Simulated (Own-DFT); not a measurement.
# Response to strain: 2H SiC, 72 atoms (C36Si36)

Calculated results; nothing here was measured. They come from Own-DFT, an in-house plane-wave density functional program, since retired, whose code no person has reviewed. Each row is one single-point run on a periodic cell that was not relaxed, without spin or spin-orbit coupling.

Settings of every run: PBE; PseudoDojo norm-conserving scalar-relativistic files; cutoff 42 hartree; 4 x 4 x 3 k mesh centred on Gamma; Fermi-Dirac smearing of 0.1 eV.

Known limits: forces on such cells passed a denser k mesh, each cell not checked; stress not checked against mesh or cutoff.

Unstrained cell vectors in Å: (9.248, 0.000, 0.000); (-4.624, 8.009, 0.000); (0.000, 0.000, 10.068). The unstrained cell has measured lattice constants (interpolated for alloys), not those of this functional. That, the random moves and any unrelaxed bonds set the pressure at no strain. Each run strains this cell uniformly, with the atoms carried along. Every atom was also moved at random, by a Gaussian of width 0.05 Å on each axis. Strain is the symmetric tensor, in per cent. Stress is positive in tension, and the pressure is minus a third of its trace.

```
run  e_xx (%)  e_yy (%)  e_zz (%)  e_yz (%)  e_xz (%)  e_xy (%)  s_xx (GPa)  s_yy (GPa)  s_zz (GPa)  s_yz (GPa)  s_xz (GPa)  s_xy (GPa)  P (GPa)  E (meV/atom)
  1      0.86      1.05     -1.78      0.34     -1.16      1.93        1.58        1.75      -19.65        0.52       -4.37        8.13     5.44          28.7
  2     -1.80     -1.16     -0.57      0.03      1.59      0.04      -17.42      -11.24      -12.78        0.35        5.07       -0.18    13.81          33.0
  3      1.24      1.02      0.43     -0.51     -0.34     -0.02        3.06        3.05       -3.95       -1.75       -0.38       -1.04    -0.72           0.0
  4     -1.98      1.96     -0.10     -0.44     -1.27     -1.13      -16.01        2.54       -8.01       -0.34       -4.13       -7.10     7.16          68.3
  5      0.32      1.32     -1.15      0.87     -1.85     -0.62       -1.90        1.55      -13.42        2.79       -6.27       -1.58     4.59          35.4
  6     -0.92     -1.95     -0.51     -0.13      1.62      1.82      -10.23      -18.16      -13.77        0.48        4.99        8.55    14.05          51.1
  7      0.41     -1.27      0.96     -0.16     -1.29     -1.35       -2.12      -10.03       -2.19       -0.43       -2.63       -5.07     4.78          15.4
  8     -1.44     -1.03      0.74      0.53      1.03     -1.05      -13.28      -12.10       -3.01        1.37        2.21       -3.86     9.46          31.1
  9     -0.13      0.25      1.58      0.01      1.08      1.17       -5.90       -2.26        2.91        0.03        3.06        6.72     1.75          14.8
 10      0.79     -0.34      0.05      0.87      1.92     -1.23        0.45       -6.65       -6.76        2.47        6.02       -5.53     4.32          15.6
 11      1.26     -1.44     -0.34     -1.71      1.64      1.39        0.51      -11.72       -9.09       -4.76        4.30        6.46     6.76          38.4
 12     -0.53      0.51     -0.27     -0.16     -0.54     -1.54       -5.07       -2.59      -10.88       -1.09       -2.49       -5.79     6.18          25.9
 13      0.40      0.74     -1.88      1.96      0.20      1.52       -2.22       -0.15      -20.05        6.68        0.87        6.65     7.47          39.5
 14     -1.33      0.67      1.70      1.78      0.11     -1.04      -11.39       -0.64        1.96        6.26        0.45       -5.18     3.36          26.4
 15     -1.20      0.30     -0.27     -1.47      1.43     -0.81      -14.13       -4.32       -8.35       -5.32        5.47       -5.52     8.93          43.4
 16     -0.59      1.40      1.27     -1.44     -0.17     -0.10       -5.71        1.21        1.40       -5.23       -0.92       -1.39     1.03          18.8
 17     -1.27     -0.51      1.16      1.29     -1.47      1.61           ?           ?           ?           ?           ?           ?        ?             ?
```

E is the free energy for each atom above the lowest run shown.

## Worked fit

Each stress component was fitted by least squares to a constant and the strains of the runs shown, as fractions, with shears doubled. Shear strains stay in the fit of a normal stress only where such slopes are resolved. The slopes, in GPa:

| stress | at no strain | per e_xx | per e_yy | per e_zz | scatter |
|---|---|---|---|---|---|
| s_xx | -4.6 | 608 ± 33 | 68 ± 30 | 27 ± 33 | 1.36 |
| s_yy | -4.7 | 111 ± 29 | 538 ± 25 | 39 ± 29 | 1.16 |
| s_zz | -7.7 | 45 ± 25 | 50 ± 23 | 663 ± 25 | 1.03 |

Each shear stress against twice its own strain: yz 164 ± 8, xz 154 ± 12, xy 226 ± 13 GPa. These are stiffnesses along x, y and z of the frame in which the cell vectors are given, which need not be the crystal's axes. The atoms are held to the strained lattice; where symmetry lets them move under strain, relaxing them would lower some slopes. The table should be nearly symmetric about its diagonal, and what it lacks of that shows the noise. A ninth of its sum, 239 ± 6 GPa, estimates the bulk modulus near the mean pressure of these runs, 6.1 GPa, so it lies above the value at zero pressure.

## Withheld run

Question: what normal stresses and pressure should run 17 give?

The fit gives s_xx = -12.3, s_yy = -8.4, s_zz = -0.8 and P = 7.2 GPa. The calculation gave -11.66, -8.18, -0.95 and P = 6.93 GPa.
